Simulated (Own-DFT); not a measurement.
# Which defects push the lattice out? 4H SiC

No measurement is shown. These are fixed-geometry runs of a retired plane-wave code named Own-DFT, which no person has reviewed; spin and spin-orbit coupling are neglected.

Method: PBE; PseudoDojo norm-conserving scalar-relativistic files; cutoff 42 hartree; 4 x 4 x 3 k mesh centred on Gamma; Fermi-Dirac smearing of 0.1 eV.

Caveats (not all hold for every row): not probed for a lower state with spin; forces on such cells passed a denser k mesh, each cell not checked; stress not checked against mesh or cutoff.

All runs share one cell, with vectors in Å (9.248, 0.000, 0.000); (-4.624, 8.009, 0.000); (0.000, 0.000, 10.068) and a volume of 745.7 Å³. u is the rms random offset of the atoms per axis. The defect's site can differ from row to row.

| cell | formula | u (Å) | P (GPa) |
|---|---|---|---|
| no defect | C36Si36 | 0.0310 | 3.74 |
| no defect | C36Si36 | 0.0545 | 5.86 |
| no defect | C36Si36 | 0.0614 | 6.66 |
| two N on a C site each | C34N2Si36 | 0.0302 | 2.68 |
| two N on a C site each | C34N2Si36 | 0.0511 | 3.93 |
| two N on a C site each | C34N2Si36 | 0.0531 | 4.54 |
| one C on a Si site and one Si on a C site | C36Si36 | 0.0296 | 7.68 |
| one C on a Si site and one Si on a C site | C36Si36 | 0.0300 | 7.23 |
| one C on a Si site and one Si on a C site | C36Si36 | 0.0465 | 8.56 |
| two Al on a Si site each | Al2C36Si34 | 0.0297 | ? |
| two Al on a Si site each | Al2C36Si34 | 0.0305 | 5.89 |
| two Al on a Si site each | Al2C36Si34 | 0.0500 | 6.91 |
| two Al on a Si site each | Al2C36Si34 | 0.0508 | 7.21 |
| one Al on a Si site and one N on a C site | AlC35NSi35 | 0.0454 | 5.05 |
| one Al on a Si site and one N on a C site | AlC35NSi35 | 0.0499 | 5.63 |
| one Al on a Si site and one N on a C site | AlC35NSi35 | 0.0573 | 5.63 |

## Analysis

P = P0 + c u² + a shift for each defect gives P0 = 3.15 GPa, c = 886 ± 85 GPa/Å² and a scatter of 0.27 GPa. The shifts, and each times the cell's volume:

- one C on a Si site and one Si on a C site: 3.51 ± 0.24 GPa, 16.3 eV
- two Al on a Si site each: 1.75 ± 0.22 GPa, 8.1 eV (4.1 eV for each of its 2 sites)
- one Al on a Si site and one N on a C site: -0.02 ± 0.22 GPa, -0.1 eV (not resolved)
- two N on a C site each: -1.30 ± 0.22 GPa, -6.1 eV (-3.0 eV for each of its 2 sites)

A positive shift means that the defect pushes the cell outwards. Shift times volume (160.2 GPa Å³ is 1 eV) depends little on the cell's size, so, taken for each site, it can be compared between cells at like pressure. The atoms around the defects weren't relaxed, which would change these numbers.

## The run left out

Question: what pressure belongs in the blank (two Al on a Si site each, u = 0.0297 Å)?

The fit gives 5.68 ± 0.32 GPa. The hidden result is 5.84 GPa.
